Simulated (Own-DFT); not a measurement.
# Strain and stress in 2H SiC, 32 atoms (C16Si16)

Calculated results; nothing here was measured. The program, named Own-DFT, is a retired in-house plane-wave density functional code that no person has reviewed. Each row is one single-point run on a periodic cell that was not relaxed, without spin or spin-orbit coupling.

Settings of every run: PBE; PseudoDojo norm-conserving scalar-relativistic files; cutoff 42 hartree; 5 x 5 x 3 k mesh centred on Gamma; Fermi-Dirac smearing of 0.1 eV.

Known limits: forces on such cells passed a denser k mesh, each cell not checked; stress not checked against mesh or cutoff.

Unstrained cell vectors in Å: (6.165, 0.000, 0.000); (-3.083, 5.339, 0.000); (0.000, 0.000, 10.068). The unstrained cell has measured lattice constants (interpolated for alloys), not those of this functional. That, the random moves and any unrelaxed bonds set the pressure at no strain. Each run strains this cell uniformly, with the atoms carried along. Every atom was also moved at random, by a Gaussian of width 0.05 Å on each axis. Strain is the symmetric tensor, in per cent. Stress is positive in tension, and the pressure is minus a third of its trace.

| run | e_xx (%) | e_yy (%) | e_zz (%) | e_yz (%) | e_xz (%) | e_xy (%) | s_xx (GPa) | s_yy (GPa) | s_zz (GPa) | s_yz (GPa) | s_xz (GPa) | s_xy (GPa) | P (GPa) | E (meV/atom) |
|---|---|---|---|---|---|---|---|---|---|---|---|---|---|---|
| 1 | 1.87 | -0.32 | 0.34 | 1.94 | -1.56 | -0.06 | 5.37 | -1.80 | -6.01 | 6.22 | -5.71 | -0.04 | 0.81 | 0.0 |
| 2 | 1.72 | 1.29 | -0.36 | -1.57 | -0.65 | -1.06 | 5.85 | 4.15 | -11.45 | -4.84 | -1.53 | -5.13 | 0.48 | 42.9 |
| 3 | 0.94 | -0.51 | -0.64 | -1.20 | -1.36 | 1.76 | -0.86 | -7.26 | -11.73 | -5.63 | -3.62 | 8.24 | 6.62 | 43.8 |
| 4 | 2.00 | -0.65 | -1.10 | -1.91 | 0.62 | 1.05 | 6.60 | -8.42 | -14.36 | -7.01 | 2.13 | 4.02 | 5.39 | 43.6 |
| 5 | -1.26 | 1.29 | -0.75 | 0.08 | -0.91 | 0.34 | -10.36 | 1.56 | -12.43 | -0.12 | -3.21 | 1.73 | 7.08 | 16.6 |
| 6 | 1.70 | 1.05 | -0.48 | 0.95 | 0.91 | -0.33 | 2.02 | 3.12 | -9.22 | 4.00 | 4.31 | -2.79 | 1.36 | 51.5 |
| 7 | -1.64 | -1.22 | -1.43 | -0.82 | -0.43 | 1.18 | -12.86 | -14.17 | -20.68 | -3.96 | 0.62 | 6.49 | 15.90 | 40.4 |
| 8 | -0.62 | 0.46 | -1.41 | 1.96 | -0.17 | 0.03 | -11.54 | -2.48 | -14.82 | 7.68 | -1.95 | 3.97 | 9.61 | 40.4 |
| 9 | 1.44 | 1.95 | 0.35 | -1.54 | -0.62 | 1.41 | 5.51 | 7.09 | -4.22 | -4.98 | -0.71 | 5.32 | -2.79 | 11.5 |
| 10 | -0.19 | 1.60 | -2.00 | -0.61 | -1.95 | 1.09 | -7.18 | 4.00 | -19.54 | -0.94 | -6.58 | 6.45 | 7.57 | 58.9 |
| 11 | 1.66 | 0.28 | -1.64 | 0.36 | 0.37 | 1.41 | 5.54 | -1.60 | -19.95 | 0.74 | 0.29 | 6.70 | 5.34 | 27.1 |
| 12 | 1.60 | 1.27 | -1.46 | 0.35 | -2.00 | -1.09 | 3.29 | 5.07 | -18.24 | 0.61 | -7.60 | -4.41 | 3.29 | 50.1 |
| 13 | 0.20 | 1.52 | -1.60 | -1.40 | -0.91 | 0.04 | -5.37 | 3.51 | -13.95 | -4.41 | -1.55 | 1.18 | 5.27 | 42.9 |
| 14 | 1.64 | 1.19 | 1.25 | -0.04 | 0.35 | 0.73 | 5.04 | 4.58 | -0.39 | -0.37 | 1.44 | 2.37 | -3.08 | 19.6 |
| 15 | 1.60 | -0.28 | 1.24 | 1.16 | 1.49 | 0.60 | 3.17 | -4.52 | 2.49 | 3.83 | 4.79 | 3.37 | -0.38 | 11.5 |
| 16 | 0.44 | -1.59 | 1.97 | -0.77 | -0.54 | -0.39 | -1.66 | -9.98 | 2.24 | -2.69 | -2.81 | -3.51 | 3.13 | 5.7 |
| 17 | -1.05 | 1.28 | 1.30 | -1.69 | 1.54 | -0.60 | -8.64 | 1.78 | 1.68 | -6.00 | 4.50 | -3.87 | 1.73 | 1.8 |
| 18 | -1.54 | -0.23 | 0.43 | 0.84 | -0.11 | -0.76 | ? | ? | ? | ? | ? | ? | ? | ? |

E is the free energy for each atom above the lowest run shown.

## Worked fit

Each stress component was fitted by least squares to a constant and the strains of the runs shown, as fractions, with shears doubled. Shear strains stay in the fit of a normal stress only where such slopes are resolved. The slopes, in GPa:

```
stress,at no strain,per e_xx,per e_yy,per e_zz,scatter
s_xx,-4.6,536 ± 33,17 ± 39,55 ± 34,1.63
s_yy,-4.0,95 ± 12,547 ± 15,72 ± 15,0.60
s_zz,-8.1,6 ± 38,90 ± 44,643 ± 39,1.85
```

Also, s_yy gains 22 ± 6 per 2 e_yz; s_yy gains -31 ± 8 per 2 e_xz; s_yy gains -21 ± 9 per 2 e_xy.

Each shear stress against twice its own strain: yz 176 ± 7, xz 168 ± 14, xy 232 ± 15 GPa. These are stiffnesses along x, y and z of the frame in which the cell vectors are given, which need not be the crystal's axes. The atoms are held to the strained lattice; where symmetry lets them move under strain, relaxing them would lower some slopes. The table should be nearly symmetric about its diagonal, and what it lacks of that shows the noise. A ninth of its sum, 229 ± 6 GPa, estimates the bulk modulus near the mean pressure of these runs, 4.0 GPa, so it lies above the value at zero pressure.

## Withheld run

Question: what normal stresses and pressure should run 18 give?

The fit gives s_xx = -12.7, s_yy = -5.7, s_zz = -5.6 and P = 8.0 GPa. The calculation gave -14.56, -7.83, -4.12 and P = 8.84 GPa. This run lies off the fit, by chance or by something that the fit leaves out.
